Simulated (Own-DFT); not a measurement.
# Point defects and the pressure they add: C40 NbSi2

No measurement is shown. These are fixed-geometry runs of a retired plane-wave code named Own-DFT, which no person has reviewed; spin and spin-orbit coupling are neglected.

All runs used: PBE; PseudoDojo norm-conserving scalar-relativistic files; cutoff 42 hartree; 4 x 4 x 5 k mesh centred on Gamma; cold (Marzari-Vanderbilt) smearing of 0.2 eV.

Known weak points: forces on such cells failed a check on a denser k mesh; stress not checked against mesh or cutoff.

All runs share one cell, with vectors in Å (0.000, 8.324, 0.000); (-9.613, 0.000, 0.000); (0.000, 0.000, 6.586) and a volume of 527.0 Å³. The atoms are randomly displaced, by u rms on each axis. The defect's site can differ from row to row.

```
                    cell   formula   u (Å)  P (GPa)
               no defect  Nb12Si24  0.0205     1.52
               no defect  Nb12Si24  0.0208     1.55
               no defect  Nb12Si24  0.0495     2.64
two Nb on a Si site each  Nb14Si22  0.0283     7.52
two Nb on a Si site each  Nb14Si22  0.0484     8.49
two Nb on a Si site each  Nb14Si22  0.0509     8.32
          one Si vacancy  Nb12Si23  0.0269     0.89
          one Si vacancy  Nb12Si23  0.0276     0.86
          one Si vacancy  Nb12Si23  0.0528     2.29
two Si on a Nb site each  Nb10Si26  0.0280     1.76
two Si on a Nb site each  Nb10Si26  0.0281     1.60
two Si on a Nb site each  Nb10Si26  0.0503     2.66
        two Nb vacancies  Nb10Si24  0.0276    -0.07
        two Nb vacancies  Nb10Si24  0.0288    -0.17
        two Nb vacancies  Nb10Si24  0.0526     0.52
        two Nb vacancies  Nb10Si24  0.0541        ?
```

## Fit

P = P0 + c u² + a shift for each defect gives P0 = 1.32 GPa, c = 530 ± 48 GPa/Å² and a scatter of 0.17 GPa. The shifts, and each times the cell's volume:

- two Nb on a Si site each: 5.78 ± 0.14 GPa, 19.0 eV (9.5 eV for each of its 2 sites)
- two Si on a Nb site each: -0.04 ± 0.14 GPa, -0.1 eV (-0.1 eV for each of its 2 sites) (not resolved)
- one Si vacancy: -0.73 ± 0.14 GPa, -2.4 eV
- two Nb vacancies: -2.00 ± 0.14 GPa, -6.6 eV (-3.3 eV for each of its 2 sites)

Against the defect-free cell, a freed cell would be larger where the shift is positive and smaller where it is negative (160.2 GPa Å³ is 1 eV). The atoms around the defects weren't relaxed, which would change these numbers.

## Test on the hidden row

Q: what pressure belongs in the blank (two Nb vacancies, u = 0.0541 Å)?

Estimate: 0.87 ± 0.21 GPa. The calculation gave 0.47 GPa.
